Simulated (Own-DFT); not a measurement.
SiC (4H silicon carbide, atoms displaced) (calculated)

A calculation, not a measurement: plane-wave PBE density functional theory by an unreviewed code, no spin, of a simulated periodic cell, stress positive in tension, free energy of the whole cell less one offset for each atom, forces on such cells passed a denser k mesh, this cell's mesh not checked; offsets are fitted by least squares, one for each functional and potential file, so energies compare only between cells with the same atoms and settings and are not formation energies; the far tail of each file's local potential was reset to the Coulomb form; each entry is a single point on an unrelaxed cell, so the pressure reflects the starting lattice, mostly measured values (interpolated for alloys), from which strain is counted, and rises with the displacements; printed positions are rounded, which can move forces by about a meV/angstrom; the program, named Own-DFT, is a retired in-house code; no spin-orbit coupling. Program: Own-DFT development build.

Settings shared by all entries: functional PBE; potential files PseudoDojo norm-conserving, scalar-relativistic, standard set; wave cutoff 42 hartree; occupations Fermi-Dirac; smearing width 0.1 eV; k mesh 3 x 3 x 3 centred on Gamma.

(1) 
```cif
# cell vector a (Å): 12.3308 0.0000 0.0000
# cell vector b (Å): -6.1654 10.6788 0.0000
# cell vector c (Å): 0.0000 0.0000 10.0681
data_SiC
_symmetry_space_group_name_H-M 'P 1'
_symmetry_Int_Tables_number 1
_cell_length_a 12.3308
_cell_length_b 12.3308
_cell_length_c 10.0681
_cell_angle_alpha 90.000
_cell_angle_beta 90.000
_cell_angle_gamma 120.000
_cell_volume 1325.75
loop_
_atom_site_label
_atom_site_type_symbol
_atom_site_fract_x
_atom_site_fract_y
_atom_site_fract_z
_atom_site_occupancy
Si1 Si 0.99895 0.00130 0.40134 1
Si2 Si 0.07717 0.16384 0.15810 1
C1 C 0.00165 0.99774 0.10009 1
C2 C 0.08440 0.16002 0.34222 1
Si3 Si 0.99675 0.25167 0.40169 1
Si4 Si 0.08732 0.41094 0.15256 1
C3 C 0.00108 0.25576 0.08224 1
C4 C 0.08388 0.42675 0.33993 1
Si5 Si 0.00101 0.49118 0.40294 1
Si6 Si 0.08582 0.66830 0.15796 1
C5 C 0.99796 0.49704 0.09420 1
C6 C 0.08560 0.66207 0.34495 1
Si7 Si 0.99428 0.74808 0.41379 1
Si8 Si 0.10260 0.92771 0.16035 1
C7 C 0.00137 0.75217 0.09268 1
C8 C 0.08459 0.91389 0.34188 1
Si9 Si 0.25606 0.99303 0.39396 1
Si10 Si 0.33714 0.16122 0.15712 1
C9 C 0.25382 0.99777 0.08647 1
C10 C 0.33791 0.16768 0.34558 1
Si11 Si 0.25096 0.25594 0.41215 1
Si12 Si 0.32650 0.40298 0.16390 1
C11 C 0.25054 0.24701 0.09475 1
C12 C 0.33128 0.42094 0.35021 1
Si13 Si 0.24516 0.49515 0.40863 1
Si14 Si 0.33765 0.67789 0.15908 1
C13 C 0.24009 0.50774 0.08886 1
C14 C 0.32091 0.65620 0.34258 1
Si15 Si 0.24961 0.74251 0.39950 1
Si16 Si 0.33105 0.91995 0.15577 1
C15 C 0.25141 0.74775 0.08885 1
C16 C 0.33868 0.92611 0.33952 1
Si17 Si 0.49662 0.00217 0.41678 1
Si18 Si 0.58865 0.16727 0.16729 1
C17 C 0.49735 0.99330 0.08879 1
C18 C 0.58752 0.17305 0.33899 1
Si19 Si 0.50562 0.25818 0.40640 1
Si20 Si 0.58143 0.41705 0.15210 1
C19 C 0.49607 0.24822 0.09491 1
C20 C 0.58266 0.42732 0.34272 1
Si21 Si 0.49247 0.50158 0.40382 1
Si22 Si 0.59105 0.66988 0.15649 1
C21 C 0.50604 0.51208 0.09309 1
C22 C 0.58521 0.67378 0.34226 1
Si23 Si 0.49960 0.74182 0.41472 1
Si24 Si 0.58683 0.91615 0.15681 1
C23 C 0.49990 0.75060 0.09582 1
C24 C 0.58641 0.92034 0.34636 1
Si25 Si 0.74367 0.00038 0.40004 1
Si26 Si 0.83455 0.17180 0.14837 1
C25 C 0.75352 0.00218 0.09668 1
C26 C 0.82573 0.16602 0.33723 1
Si27 Si 0.74427 0.25624 0.40679 1
Si28 Si 0.82866 0.41346 0.14910 1
C27 C 0.75662 0.25597 0.08931 1
C28 C 0.82183 0.40448 0.33816 1
Si29 Si 0.75286 0.49938 0.41028 1
Si30 Si 0.83898 0.67588 0.15042 1
C29 C 0.74753 0.50263 0.09740 1
C30 C 0.83004 0.66168 0.34122 1
Si31 Si 0.75482 0.75218 0.40387 1
Si32 Si 0.83577 0.91560 0.14870 1
C31 C 0.75119 0.73820 0.08750 1
C32 C 0.84109 0.91998 0.34577 1
Si33 Si 0.99893 0.99577 0.90114 1
Si34 Si 0.91672 0.82403 0.65633 1
C33 C 0.99561 0.99904 0.59725 1
C34 C 0.90970 0.82893 0.83888 1
Si35 Si 0.99803 0.74792 0.90562 1
Si36 Si 0.91802 0.58861 0.65676 1
C35 C 0.00869 0.76086 0.59125 1
C36 C 0.92150 0.57728 0.83785 1
Si37 Si 0.98574 0.49392 0.89693 1
Si38 Si 0.91492 0.33570 0.65859 1
C37 C 0.99822 0.49408 0.59454 1
C38 C 0.91291 0.32924 0.84075 1
Si39 Si 0.99436 0.24501 0.90613 1
Si40 Si 0.92776 0.09008 0.65528 1
C39 C 0.00346 0.24981 0.59067 1
C40 C 0.91826 0.08380 0.84746 1
Si41 Si 0.75499 0.00642 0.90867 1
Si42 Si 0.67317 0.83946 0.65016 1
C41 C 0.74783 0.00464 0.58742 1
C42 C 0.66653 0.84082 0.85304 1
Si43 Si 0.74752 0.73976 0.90947 1
Si44 Si 0.66853 0.58017 0.65272 1
C43 C 0.74335 0.74327 0.59211 1
C44 C 0.67068 0.58238 0.83665 1
Si45 Si 0.74142 0.50194 0.91480 1
Si46 Si 0.66908 0.33055 0.65595 1
C45 C 0.75153 0.50670 0.59266 1
C46 C 0.66489 0.33687 0.83661 1
Si47 Si 0.74937 0.24255 0.90577 1
Si48 Si 0.67009 0.08035 0.66189 1
C47 C 0.75507 0.25910 0.59359 1
C48 C 0.67099 0.08136 0.84013 1
Si49 Si 0.50387 0.99155 0.90744 1
Si50 Si 0.42860 0.84395 0.64897 1
C49 C 0.49854 0.00582 0.59196 1
C50 C 0.42148 0.83398 0.84588 1
Si51 Si 0.48632 0.74168 0.91022 1
Si52 Si 0.41438 0.58708 0.65889 1
C51 C 0.48871 0.75275 0.59408 1
C52 C 0.42253 0.58419 0.84990 1
Si53 Si 0.50143 0.50463 0.89762 1
Si54 Si 0.41844 0.33901 0.65681 1
C53 C 0.49871 0.49443 0.60321 1
C54 C 0.41609 0.33660 0.83618 1
Si55 Si 0.49833 0.24511 0.90376 1
Si56 Si 0.42364 0.08291 0.66370 1
C55 C 0.49799 0.25656 0.59503 1
C56 C 0.41784 0.08138 0.85491 1
Si57 Si 0.25618 0.99742 0.90426 1
Si58 Si 0.16085 0.82328 0.65956 1
C57 C 0.25073 0.00957 0.60275 1
C58 C 0.17125 0.83830 0.84667 1
Si59 Si 0.25244 0.74929 0.90370 1
Si60 Si 0.17071 0.58644 0.64919 1
C59 C 0.24543 0.74382 0.59680 1
C60 C 0.16674 0.58515 0.83434 1
Si61 Si 0.26072 0.50922 0.90133 1
Si62 Si 0.15613 0.33161 0.65999 1
C61 C 0.25082 0.49652 0.59333 1
C62 C 0.17282 0.33655 0.85754 1
Si63 Si 0.25936 0.24776 0.90382 1
Si64 Si 0.17408 0.08935 0.65608 1
C63 C 0.24739 0.24669 0.60170 1
C64 C 0.17085 0.09009 0.85262 1
_calc_free_energy_of_cell_above_offsets '-6.811'  # eV
_calc_pressure 5.92  # GPa
_calc_stress_xx -5.68  # GPa
_calc_stress_yy -5.65  # GPa
_calc_stress_zz -6.43  # GPa
_calc_stress_yz -0.49  # GPa
_calc_stress_xz 0.56  # GPa
_calc_stress_xy 1.13  # GPa
```

Force:
| element | x (eV/Å) | y (eV/Å) | z (eV/Å) |
| --- | --- | --- | --- |
| Si | 1.959 | -0.592 | 1.869 |
| Si | 1.103 | 0.455 | -1.404 |
| C | 0.417 | 0.129 | -1.807 |
| C | -1.302 | 2.936 | 0.288 |
| Si | 0.239 | -0.66 | -0.218 |
| Si | -2.814 | 2.246 | -0.333 |
| C | 0.321 | -2.23 | 3.03 |
| C | 3.479 | -4.296 | -0.654 |
| Si | -4.161 | 2.042 | 1.05 |
| Si | -0.378 | -1.396 | -0.95 |
| C | -0.476 | 0.186 | -0.741 |
| C | -1.843 | 0.395 | 0.329 |
| Si | 1.644 | 0.032 | -3.236 |
| Si | -3.676 | -2.655 | -0.937 |
| C | 0.94 | 0.758 | 0.003 |
| C | 0.326 | 0.314 | 0.923 |
| Si | -4.713 | 3.27 | 4.278 |
| Si | -1.653 | 1.17 | 0.455 |
| C | 0.119 | 1.269 | 0.925 |
| C | -0.562 | -0.133 | -0.225 |
| Si | 0.923 | -2.131 | 0.041 |
| Si | -0.364 | 3.643 | -1.814 |
| C | 0.273 | -1.216 | 0.08 |
| C | -0.043 | -1.461 | -0.905 |
| Si | -0.671 | 0.805 | -0.126 |
| Si | 0.313 | -3.04 | -0.248 |
| C | 3.851 | 0.269 | 0.349 |
| C | 2.833 | 1.589 | 0.435 |
| Si | -1.362 | 1.62 | 1.876 |
| Si | 2.542 | -1.396 | -1.101 |
| C | -1.184 | 1.739 | 0.986 |
| C | 2.89 | -3.522 | -0.194 |
| Si | 1.509 | 0.777 | -3.843 |
| Si | -0.811 | -0.409 | -4.642 |
| C | 0.713 | 1.438 | 1.92 |
| C | -1.212 | -1.245 | 3.671 |
| Si | -1.033 | -0.297 | -0.167 |
| Si | -0.798 | 0.559 | 0.848 |
| C | 1.9 | 0.588 | -0.638 |
| C | 0.86 | -1.324 | 0.231 |
| Si | 2.237 | 0.878 | 1.254 |
| Si | -1.831 | 0.015 | -0.052 |
| C | -0.352 | -3.182 | -0.588 |
| C | 1.048 | -1.154 | 0.551 |
| Si | -2.281 | 1.993 | -2.197 |
| Si | -1.048 | 0.085 | 0.166 |
| C | 0.874 | 0.08 | 0.232 |
| C | -2.314 | -1.89 | -0.044 |
| Si | 2.482 | 0.987 | 0.66 |
| Si | 0.774 | -0.29 | 1.462 |
| C | -0.122 | 0.15 | -0.76 |
| C | 0.759 | 0.948 | 0.735 |
| Si | 2.34 | -2.642 | 0.491 |
| Si | 0.741 | 2.052 | 0.944 |
| C | -1.471 | -2.328 | -0.324 |
| C | 0.849 | 4.004 | -0.034 |
| Si | -1.181 | -0.102 | -1.638 |
| Si | 2.171 | -2.635 | 2.182 |
| C | 0.736 | -0.093 | -0.558 |
| C | 0.531 | 1.234 | 0.363 |
| Si | -0.582 | -0.346 | 0.312 |
| Si | 0.291 | -0.36 | 1.393 |
| C | -2.422 | 3.205 | 0.979 |
| C | -2.596 | -1.277 | -1.338 |
| Si | 0.583 | 0.883 | 1.359 |
| Si | -2.653 | 2.499 | -0.353 |
| C | 1.905 | -0.652 | -0.847 |
| C | 1.461 | -0.263 | 1.078 |
| Si | 0.923 | 0.18 | 0.105 |
| Si | 0.717 | -1.17 | -1.128 |
| C | -0.901 | -2.987 | 0.826 |
| C | -4.877 | 2.934 | 0.255 |
| Si | 5.29 | -0.464 | 2.934 |
| Si | 1.128 | -0.893 | -0.677 |
| C | -0.217 | 1.911 | -1.062 |
| C | 0.143 | -0.508 | 0.365 |
| Si | 1.907 | 2.222 | -1.261 |
| Si | -2.138 | -1.5 | 0.354 |
| C | -2.389 | 0.373 | -0.395 |
| C | 0.193 | -0.277 | -1.048 |
| Si | 0.453 | -1.874 | 0.055 |
| Si | -0.945 | -0.609 | 1.93 |
| C | 1.834 | -0.325 | 0.299 |
| C | 0.675 | -2.181 | -1.219 |
| Si | -1.624 | 2.316 | -2.215 |
| Si | -1.64 | 0.378 | 0.179 |
| C | 0.965 | 1.109 | -0.347 |
| C | -1.533 | 0.156 | 0.664 |
| Si | 2.646 | -1.388 | -1.661 |
| Si | -2.128 | 1.766 | -0.259 |
| C | 1.939 | -1.422 | -0.023 |
| C | 0.877 | -1.016 | 2.383 |
| Si | -1.651 | 1.964 | -0.794 |
| Si | -0.96 | 1.799 | -2.124 |
| C | -0.028 | -2.528 | -0.318 |
| C | -1.167 | -0.031 | 1.402 |
| Si | -0.934 | 1.904 | 0.276 |
| Si | -4.033 | -1.306 | 2.443 |
| C | 2.141 | -0.262 | 1.561 |
| C | -1.308 | -0.633 | -1.762 |
| Si | 3.215 | 2.692 | 0.273 |
| Si | 0.991 | -0.906 | 0.063 |
| C | 4.5 | -1.366 | -0.246 |
| C | -1.521 | 0.811 | -2.247 |
| Si | 1.793 | -1.488 | 2.01 |
| Si | -0.71 | -2.542 | -0.156 |
| C | -1.216 | 3.569 | -2.348 |
| C | 1.627 | -0.166 | 2.079 |
| Si | -0.017 | 1.842 | 0.452 |
| Si | -3.976 | 1.582 | -0.093 |
| C | 2.388 | -1.169 | -0.188 |
| C | 1.983 | -0.458 | -1.896 |
| Si | -2.292 | 0.968 | -0.398 |
| Si | 1.73 | 3.751 | 0.174 |
| C | 3.458 | -3.124 | -1.842 |
| C | -0.522 | -2.196 | -0.455 |
| Si | -0.847 | -0.199 | -0.475 |
| Si | -0.379 | -2.173 | 1.17 |
| C | 0.961 | 3.022 | -1.98 |
| C | 0.263 | -0.381 | 0.955 |
| Si | -2.865 | -2.279 | 1.398 |
| Si | 3.504 | 0.768 | 1.477 |
| C | -0.757 | 0.389 | 0.164 |
| C | -0.995 | -0.622 | -2.147 |
| Si | -2.714 | 1.86 | 1.387 |
| Si | -2.045 | -1.548 | 1.453 |
| C | -0.658 | 2.661 | -1.528 |
| C | 0.714 | -2.955 | -1.627 |

(2) 
```cif
# cell vector a (Å): 12.3308 0.0000 0.0000
# cell vector b (Å): -6.1654 10.6788 0.0000
# cell vector c (Å): 0.0000 0.0000 10.0681
data_SiC
_symmetry_space_group_name_H-M 'P 1'
_symmetry_Int_Tables_number 1
_cell_length_a 12.3308
_cell_length_b 12.3308
_cell_length_c 10.0681
_cell_angle_alpha 90.000
_cell_angle_beta 90.000
_cell_angle_gamma 120.000
_cell_volume 1325.75
loop_
_atom_site_label
_atom_site_type_symbol
_atom_site_fract_x
_atom_site_fract_y
_atom_site_fract_z
_atom_site_occupancy
Si1 Si 0.00231 0.99610 0.40810 1
Si2 Si 0.07865 0.16072 0.15927 1
C1 C 0.01099 0.00898 0.09209 1
C2 C 0.08894 0.17514 0.34574 1
Si3 Si 0.99425 0.24957 0.40572 1
Si4 Si 0.07286 0.41169 0.16252 1
C3 C 0.99403 0.23552 0.08797 1
C4 C 0.07905 0.41044 0.34198 1
Si5 Si 0.98745 0.49356 0.39931 1
Si6 Si 0.08353 0.65556 0.16194 1
C5 C 0.99112 0.49715 0.08815 1
C6 C 0.07742 0.66744 0.34233 1
Si7 Si 0.01066 0.75186 0.40082 1
Si8 Si 0.07901 0.91644 0.15763 1
C7 C 0.99549 0.74369 0.10585 1
C8 C 0.06498 0.90673 0.34938 1
Si9 Si 0.25438 0.99852 0.40253 1
Si10 Si 0.32537 0.16021 0.15120 1
C9 C 0.25483 0.99863 0.09594 1
C10 C 0.33091 0.16640 0.34679 1
Si11 Si 0.25520 0.25236 0.40575 1
Si12 Si 0.32973 0.41071 0.16714 1
C11 C 0.24823 0.24735 0.08729 1
C12 C 0.33883 0.41235 0.34649 1
Si13 Si 0.25264 0.50062 0.41025 1
Si14 Si 0.33681 0.65902 0.15599 1
C13 C 0.25930 0.50020 0.09047 1
C14 C 0.34202 0.67055 0.35228 1
Si15 Si 0.25046 0.76075 0.40348 1
Si16 Si 0.32764 0.92305 0.15053 1
C15 C 0.25340 0.75004 0.09900 1
C16 C 0.32945 0.92040 0.34785 1
Si17 Si 0.49458 0.00139 0.41043 1
Si18 Si 0.58025 0.16222 0.15135 1
C17 C 0.50642 0.00626 0.09839 1
C18 C 0.57750 0.15694 0.34171 1
Si19 Si 0.50384 0.25072 0.40763 1
Si20 Si 0.59550 0.41352 0.15148 1
C19 C 0.49860 0.25608 0.09457 1
C20 C 0.57661 0.41720 0.33394 1
Si21 Si 0.49627 0.49109 0.40807 1
Si22 Si 0.58622 0.66451 0.15362 1
C21 C 0.49980 0.51082 0.11186 1
C22 C 0.58832 0.66427 0.34434 1
Si23 Si 0.48832 0.74156 0.40430 1
Si24 Si 0.58718 0.91470 0.16356 1
C23 C 0.50029 0.75115 0.08708 1
C24 C 0.57942 0.91141 0.33951 1
Si25 Si 0.73395 0.99468 0.40275 1
Si26 Si 0.83427 0.16645 0.15959 1
C25 C 0.74632 0.99557 0.09561 1
C26 C 0.83889 0.16154 0.35618 1
Si27 Si 0.75283 0.25332 0.40676 1
Si28 Si 0.83416 0.41464 0.15390 1
C27 C 0.74433 0.25032 0.09614 1
C28 C 0.84112 0.41820 0.34513 1
Si29 Si 0.75620 0.49383 0.40723 1
Si30 Si 0.82573 0.66748 0.15329 1
C29 C 0.74476 0.48728 0.09220 1
C30 C 0.82371 0.66471 0.34933 1
Si31 Si 0.74656 0.75159 0.41160 1
Si32 Si 0.83040 0.91702 0.17060 1
C31 C 0.74799 0.74847 0.08343 1
C32 C 0.82782 0.91493 0.34136 1
Si33 Si 0.00321 0.99627 0.90306 1
Si34 Si 0.91255 0.83108 0.65096 1
C33 C 0.98817 0.99898 0.58199 1
C34 C 0.92083 0.83383 0.85112 1
Si35 Si 0.99909 0.75376 0.89300 1
Si36 Si 0.91602 0.59112 0.65048 1
C35 C 0.99736 0.74911 0.59296 1
C36 C 0.91582 0.58725 0.84920 1
Si37 Si 0.99422 0.49998 0.91500 1
Si38 Si 0.93011 0.34873 0.66310 1
C37 C 0.00174 0.49911 0.59460 1
C38 C 0.90740 0.32995 0.83476 1
Si39 Si 0.99143 0.24400 0.90574 1
Si40 Si 0.91613 0.08112 0.66300 1
C39 C 0.99131 0.24497 0.59570 1
C40 C 0.91922 0.08460 0.84821 1
Si41 Si 0.75218 0.99241 0.90475 1
Si42 Si 0.66858 0.84051 0.65286 1
C41 C 0.75286 0.00213 0.58738 1
C42 C 0.66377 0.82764 0.83435 1
Si43 Si 0.74740 0.74429 0.90145 1
Si44 Si 0.66584 0.57544 0.65922 1
C43 C 0.74704 0.74849 0.58497 1
C44 C 0.67144 0.58589 0.84440 1
Si45 Si 0.75341 0.49674 0.90593 1
Si46 Si 0.65735 0.31482 0.66241 1
C45 C 0.74927 0.50278 0.58506 1
C46 C 0.67056 0.32969 0.84057 1
Si47 Si 0.75704 0.25292 0.90679 1
Si48 Si 0.66562 0.08053 0.65747 1
C47 C 0.74101 0.24264 0.58931 1
C48 C 0.65899 0.08133 0.84213 1
Si49 Si 0.49856 0.99508 0.91834 1
Si50 Si 0.42203 0.83182 0.66053 1
C49 C 0.50176 0.99943 0.60426 1
C50 C 0.41138 0.83277 0.84578 1
Si51 Si 0.49815 0.75536 0.89902 1
Si52 Si 0.42616 0.58723 0.66091 1
C51 C 0.49352 0.74149 0.59399 1
C52 C 0.42977 0.59156 0.83661 1
Si53 Si 0.51086 0.49788 0.90214 1
Si54 Si 0.41829 0.33250 0.66209 1
C53 C 0.50338 0.49458 0.58981 1
C54 C 0.41197 0.33727 0.85578 1
Si55 Si 0.50187 0.24432 0.90259 1
Si56 Si 0.41761 0.08697 0.65920 1
C55 C 0.50160 0.25555 0.59838 1
C56 C 0.41635 0.07690 0.85342 1
Si57 Si 0.24615 0.99894 0.90774 1
Si58 Si 0.16692 0.83764 0.65796 1
C57 C 0.24717 0.99868 0.59234 1
C58 C 0.17204 0.84412 0.83491 1
Si59 Si 0.25190 0.74738 0.91613 1
Si60 Si 0.16604 0.58786 0.65104 1
C59 C 0.25351 0.75514 0.60290 1
C60 C 0.15660 0.58040 0.84013 1
Si61 Si 0.25505 0.50700 0.90465 1
Si62 Si 0.17311 0.33964 0.65778 1
C61 C 0.25161 0.50881 0.60724 1
C62 C 0.16019 0.32853 0.85108 1
Si63 Si 0.24395 0.24831 0.90752 1
Si64 Si 0.16218 0.07556 0.65054 1
C63 C 0.24881 0.24369 0.59568 1
C64 C 0.16449 0.07490 0.84912 1
_calc_free_energy_of_cell_above_offsets '-4.683'  # eV
_calc_pressure 6.42  # GPa
_calc_stress_xx -5.43  # GPa
_calc_stress_yy -6.72  # GPa
_calc_stress_zz -7.11  # GPa
_calc_stress_yz -0.35  # GPa
_calc_stress_xz 0.18  # GPa
_calc_stress_xy -0.41  # GPa
```

Force:
| element | x (eV/Å) | y (eV/Å) | z (eV/Å) |
| --- | --- | --- | --- |
| Si | -3.459 | 2.11 | -1.607 |
| Si | 1.161 | 2.268 | 0.153 |
| C | -1.455 | -3.257 | -0.025 |
| C | -0.191 | -1.628 | -0.006 |
| Si | 2.939 | -0.414 | 2.046 |
| Si | 2.214 | -0.544 | -2.831 |
| C | -1.341 | 2.522 | 1.343 |
| C | -0.401 | 1.999 | 1.033 |
| Si | 5.724 | 3.052 | 3.22 |
| Si | -1.789 | 2.767 | -1.655 |
| C | 2.092 | -0.446 | 2.924 |
| C | 3.772 | -1.971 | 0.328 |
| Si | -5.508 | -1.265 | 1.609 |
| Si | 0.586 | -1.255 | 0.325 |
| C | 0.743 | 0.778 | -2.251 |
| C | 4.287 | 2.137 | -1.918 |
| Si | -4.149 | 1.676 | 1.575 |
| Si | 1.004 | 2.514 | 1.154 |
| C | -4.392 | 0.612 | -1.397 |
| C | 1.157 | -0.77 | -0.94 |
| Si | -1.048 | -1.365 | 1.085 |
| Si | 1.341 | 0.561 | -2.786 |
| C | -0.586 | -0.094 | 2.299 |
| C | -2.784 | 0.778 | 1.034 |
| Si | -0.21 | -0.326 | 0.535 |
| Si | -0.159 | 2.027 | 0.48 |
| C | -2.459 | -1.03 | 1.134 |
| C | -5.93 | -2.961 | -2.973 |
| Si | 1.164 | -2.841 | 1.727 |
| Si | 5.083 | -2.452 | 2.24 |
| C | -0.44 | -0.643 | 0.614 |
| C | 1.977 | -0.634 | -2.16 |
| Si | 1.559 | -1.269 | 0.456 |
| Si | -1.298 | 2.274 | 1.331 |
| C | -0.722 | -3.166 | 0.051 |
| C | 0.544 | 2.633 | 0.087 |
| Si | -0.937 | 0.249 | -1.062 |
| Si | -5.731 | 0.187 | 1.832 |
| C | 0.883 | -2.804 | -1.056 |
| C | 3.647 | -1.757 | 1.745 |
| Si | 1.382 | 2.796 | -0.884 |
| Si | -0.948 | 2.873 | 1.246 |
| C | 1.897 | -4.951 | -3.783 |
| C | -2.615 | -0.108 | 0.241 |
| Si | 6.333 | 2.62 | 1.702 |
| Si | -1.598 | -0.566 | -2.685 |
| C | 0.474 | 0.189 | 0.884 |
| C | -2.303 | -0.322 | 2.239 |
| Si | 3.646 | 0.732 | 0.974 |
| Si | -0.64 | -1.06 | 0.109 |
| C | 0.829 | 0.81 | -0.135 |
| C | -3.948 | 0.032 | -2.984 |
| Si | 0.057 | -2.317 | 0.121 |
| Si | -1.405 | -0.551 | 0.62 |
| C | 2.295 | -0.125 | -0.242 |
| C | -3.887 | -2.779 | -2.388 |
| Si | -3.894 | 1.983 | -1.199 |
| Si | 1.457 | -0.93 | 1.431 |
| C | 2.304 | 3.293 | -1.019 |
| C | 2.431 | -0.363 | -1.225 |
| Si | 0.69 | -0.695 | -2.378 |
| Si | 0.95 | -0.371 | -4.624 |
| C | -0.099 | 0.849 | 1.246 |
| C | 0.166 | 0.493 | 3.073 |
| Si | -1.224 | 1.008 | 1.546 |
| Si | -0.464 | 0.395 | 0.147 |
| C | 2.369 | -0.474 | 3.54 |
| C | -2.883 | -0.007 | -2.689 |
| Si | 2.683 | -0.593 | 3.314 |
| Si | 0.599 | -2.68 | 1.152 |
| C | 1.081 | 1.622 | -0.612 |
| C | 0.583 | -0.634 | -1.568 |
| Si | 0.673 | 0.048 | -4.036 |
| Si | -1.154 | -4.275 | -2.647 |
| C | -1.39 | 2.416 | -1.815 |
| C | 2.255 | 1.433 | 3.638 |
| Si | 0.746 | 1.699 | -0.359 |
| Si | -0.998 | 0.852 | -1.662 |
| C | 1.409 | 1.997 | 0.275 |
| C | 0.193 | -2.031 | -0.824 |
| Si | -1.75 | 0.611 | 0.332 |
| Si | 0.339 | -1.92 | -1.129 |
| C | -1.127 | -0.389 | 1.23 |
| C | 0.444 | 1.104 | 1.336 |
| Si | -0.112 | 2.117 | 0.246 |
| Si | -0.418 | 1.611 | -1.887 |
| C | -0.168 | -0.025 | 4.103 |
| C | 1.276 | -2.062 | -0.608 |
| Si | -0.943 | -0.005 | -0.227 |
| Si | 1.12 | 3.303 | -1.671 |
| C | 1.42 | -1.723 | 2.405 |
| C | -1.034 | 0.416 | 1.344 |
| Si | -2.299 | -2.456 | 0.113 |
| Si | 0.67 | 0.499 | -0.191 |
| C | 1.348 | 1.297 | 0.649 |
| C | 2.205 | -0.02 | 1.319 |
| Si | 0.158 | 0.594 | -1.849 |
| Si | -1.661 | 0.029 | -0.312 |
| C | -1.025 | -0.316 | -2.017 |
| C | 0.852 | 0.107 | 0.415 |
| Si | 1.464 | -0.892 | 1.161 |
| Si | -0.572 | -1.723 | -1.619 |
| C | 0.896 | 2.774 | -0.741 |
| C | -0.886 | -1.448 | 2.42 |
| Si | -3.264 | 1.623 | 2.93 |
| Si | -1.485 | 0.083 | 0.213 |
| C | -1.291 | 0.25 | 1.556 |
| C | 1.991 | -1.846 | -2.27 |
| Si | -1.139 | 0.951 | 1.596 |
| Si | -0.035 | -1.312 | 0.617 |
| C | -0.111 | -1.975 | -0.544 |
| C | -1.022 | 0.828 | -1.162 |
| Si | 1.702 | 0.124 | 0.093 |
| Si | 0.563 | -0.809 | -1.098 |
| C | 0.995 | 0.398 | -0.647 |
| C | -0.019 | -2.529 | 2.975 |
| Si | -1.867 | -0.037 | -2.222 |
| Si | -0.19 | 0.482 | 1.301 |
| C | -0.58 | 0.074 | -2.161 |
| C | 1.236 | 0.625 | 1.586 |
| Si | 0.256 | -1.363 | -0.728 |
| Si | -1.17 | -1.801 | 0.449 |
| C | 1.746 | -1.389 | -2.273 |
| C | 0.018 | 1.352 | -1.148 |
| Si | 0.32 | -0.249 | -0.397 |
| Si | -1.048 | 0.869 | 0.908 |
| C | -0.077 | 1.359 | 0.105 |
| C | -0.662 | 2.246 | -1.929 |
